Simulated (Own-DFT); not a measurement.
# Strain and stress in C40 NbSi2, 36 atoms (Nb12Si24)

All numbers below are calculated, not measured. They come from Own-DFT, an in-house plane-wave density functional program, since retired, whose code no person has reviewed. Each row is one single-point run on a periodic cell that was not relaxed, without spin or spin-orbit coupling.

Settings of every run: PBE; PseudoDojo norm-conserving scalar-relativistic files; cutoff 42 hartree; 4 x 4 x 5 k mesh centred on Gamma; cold (Marzari-Vanderbilt) smearing of 0.2 eV.

Known limits: forces on such cells failed a check on a denser k mesh; stress not checked against mesh or cutoff.

Unstrained cell vectors in Å: (0.000, 8.324, 0.000); (-9.613, 0.000, 0.000); (0.000, 0.000, 6.586). The unstrained cell was taken from the Materials Project. The random moves and any unrelaxed bonds add to the pressure at no strain. Each run strains this cell uniformly, with the atoms carried along. Every atom was also moved at random, by a Gaussian of width 0.05 Å on each axis. Strain is the symmetric tensor, in per cent. Stress is positive in tension, and the pressure is minus a third of its trace.

| run | e_xx (%) | e_yy (%) | e_zz (%) | e_yz (%) | e_xz (%) | e_xy (%) | s_xx (GPa) | s_yy (GPa) | s_zz (GPa) | s_yz (GPa) | s_xz (GPa) | s_xy (GPa) | P (GPa) | E (meV/atom) |
|---|---|---|---|---|---|---|---|---|---|---|---|---|---|---|
| 1 | -0.34 | 0.86 | 0.74 | -1.49 | 1.37 | -0.07 | -2.08 | 1.07 | -0.13 | -4.31 | 4.43 | -0.10 | 0.38 | 5.1 |
| 2 | 1.94 | -0.47 | 0.14 | 1.95 | -0.50 | -0.60 | 4.07 | -2.32 | -2.32 | 6.09 | -0.90 | -1.59 | 0.19 | 14.3 |
| 3 | 1.80 | 0.41 | 0.86 | -1.43 | -0.98 | -1.87 | 3.68 | 0.58 | 1.14 | -3.94 | -2.79 | -4.92 | -1.80 | 28.9 |
| 4 | -1.34 | -1.20 | 1.69 | 1.47 | -1.72 | 0.88 | -7.16 | -6.61 | 1.55 | 3.78 | -4.80 | 3.03 | 4.07 | 23.2 |
| 5 | 1.20 | -1.08 | 0.10 | -1.59 | -0.39 | -0.74 | 1.52 | -5.99 | -3.84 | -5.22 | -1.87 | -1.76 | 2.77 | 21.8 |
| 6 | 1.91 | -0.79 | -1.83 | 1.73 | -0.30 | 1.43 | 1.90 | -5.23 | -12.19 | 6.39 | -1.16 | 4.00 | 5.18 | 29.5 |
| 7 | 1.50 | -1.08 | -1.24 | -1.57 | -1.16 | 0.73 | 0.81 | -7.29 | -11.55 | -5.58 | -3.05 | 1.73 | 6.01 | 56.8 |
| 8 | 1.70 | 1.53 | 0.00 | 0.99 | -0.31 | 0.08 | 4.20 | 4.70 | -1.08 | 2.76 | -1.69 | 0.02 | -2.61 | 0.0 |
| 9 | 0.24 | 1.85 | 1.98 | -1.47 | -0.72 | 0.84 | 1.06 | 5.50 | 6.00 | -4.51 | -1.65 | 2.06 | -4.19 | 11.6 |
| 10 | -1.06 | -0.13 | -0.37 | -1.80 | -0.73 | 0.60 | -7.27 | -3.72 | -6.67 | -5.19 | -2.11 | 2.24 | 5.89 | 19.9 |
| 11 | 1.14 | -1.79 | 0.62 | 1.09 | -0.11 | -0.85 | 0.62 | -8.31 | -1.88 | 3.08 | -0.28 | -2.67 | 3.19 | 25.8 |
| 12 | -1.72 | 1.14 | 0.37 | 0.38 | -0.75 | -1.64 | -8.40 | 0.99 | -2.16 | 1.29 | -2.13 | -5.51 | 3.19 | 13.6 |
| 13 | 1.76 | -1.32 | -1.23 | 0.34 | -1.31 | 1.07 | 1.58 | -6.80 | -9.68 | 2.03 | -4.19 | 3.32 | 4.97 | 22.5 |
| 14 | 0.26 | 1.91 | -1.05 | -1.21 | -0.88 | 1.28 | -0.77 | 3.16 | -7.12 | -3.99 | -2.42 | 3.33 | 1.58 | 20.0 |
| 15 | -1.38 | -1.32 | -1.15 | -1.69 | 1.27 | -0.82 | -10.33 | -9.98 | -12.07 | -5.33 | 4.96 | -2.64 | 10.79 | 41.2 |
| 16 | -1.06 | 1.02 | 1.47 | -0.74 | 1.20 | 1.75 | ? | ? | ? | ? | ? | ? | ? | ? |

E is the free energy for each atom above the lowest run shown.

## Worked fit

Each stress component was fitted by least squares to a constant and the strains of the runs shown, as fractions, with shears doubled. Shear strains stay in the fit of a normal stress only where such slopes are resolved. The slopes, in GPa:

```
stress  at no strain  per e_xx  per e_yy  per e_zz  scatter
  s_xx          -2.9  365 ± 11   75 ± 12   83 ± 14     0.53
  s_yy          -2.7   74 ± 11  371 ± 11   79 ± 13     0.52
  s_zz          -4.3   67 ± 13   95 ± 14  467 ± 16     0.62
```

Each shear stress against twice its own strain: yz 157 ± 6, xz 155 ± 10, xy 147 ± 6 GPa. These are stiffnesses along x, y and z of the frame in which the cell vectors are given, which need not be the crystal's axes. The atoms are held to the strained lattice; where symmetry lets them move under strain, relaxing them would lower some slopes. The table should be nearly symmetric about its diagonal, and what it lacks of that shows the noise. A ninth of its sum, 186 ± 7 GPa, estimates the bulk modulus near the mean pressure of these runs, 2.6 GPa, so it lies above the value at zero pressure.

## Withheld run

Question: what normal stresses and pressure should run 16 give?

The fit gives s_xx = -4.7, s_yy = 1.5, s_zz = 2.8 and P = 0.1 GPa. The calculation gave -4.48, 1.33, 2.79 and P = 0.12 GPa.
